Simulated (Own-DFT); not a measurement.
# How HSE06 shifts the pressure of corundum Al2O3, 78 atoms (Al32O46), with two O vacancies

These are calculations. Each geometry was run twice at fixed positions with Own-DFT, a retired in-house plane-wave program that no person has reviewed: with PBE, and with HSE06 (exact exchange share 0.25 at short range, screening 0.11 per bohr, Gygi-Baldereschi treatment of its divergence). Both used PseudoDojo norm-conserving files made for PBE, a cutoff of 48 hartree, the Gamma point alone, fixed occupations, a neutral cell and no spin. With Gamma alone and a thickness of 7.9 Å, finite-size errors remain in every number. The oxygen file's force components were 24 meV/Å off all-electron values in a glass.

Unstrained cell vectors in Å: (5.494, 0.000, 8.660); (-2.747, 4.758, 8.660); (-2.747, -4.758, 8.660), volume V0 = 679.1 Å³, from measured lattice constants. Each geometry has its own random strain of a few per cent, its own defect sites and random moves of rms u per axis. HSE06 gave the energy alone. D is its energy less that of PBE, over the lowest D shown. The PBE stress wasn't checked against mesh or cutoff.

| run | V - V0 (Å³) | u (Å) | P with PBE (GPa) | D (eV) |
|---|---|---|---|---|
| 1 | -10.7 | 0.0490 | 12.95 | 0.857 |
| 2 | -1.0 | 0.0497 | 10.09 | 1.170 |
| 3 | -16.5 | 0.0302 | 13.59 | 0.510 |
| 4 | 4.4 | 0.0503 | 8.17 | 1.451 |
| 5 | -27.1 | 0.0471 | 20.51 | 0.142 |
| 6 | 7.5 | 0.0315 | 4.79 | 1.391 |
| 7 | 16.8 | 0.0498 | 4.03 | 1.888 |
| 8 | 2.2 | 0.0314 | 7.02 | 1.185 |
| 9 | -27.8 | 0.0287 | 18.34 | 0.000 |
| 10 | -10.9 | 0.0499 | 13.32 | 0.831 |
| 11 | -13.6 | 0.0292 | 12.34 | 0.555 |
| 12 | -3.2 | 0.0316 | 9.32 | 0.969 |
| 13 | 6.5 | 0.0287 | 4.54 | ? |

## Fit

D = 1.01 + 0.0387 (V - V0) + 95 u² eV, with an error of 0.0006 on the volume slope, 11 on the last term and a scatter of 0.03 eV. Pressure is -dE/dV, and 1 eV/Å³ is 160.2 GPa, so HSE06 changes the pressure by -6.2 ± 0.1 GPa. With the ions held to the strained lattice, the PBE pressure falls by 256 ± 8 GPa per unit of volume strain; the shape of the strain isn't fitted, so the true error is larger, and a relaxed crystal would be softer. On that slope HSE06's volume at a given pressure is about 2.4 % smaller, or 0.8 % in lengths. At u = 0 and V0 the PBE pressure is 6.5 GPa, which puts the zero-pressure volume, against the measured cell and with the defects in, at +2.5 % for PBE and +0.1 % for HSE06, each good to a few tenths of a per cent.

## Prediction

Question: what D should run 13 give?

Estimate: 1.34 eV, with rows scattering by 0.03. DFT gave 1.417 eV.
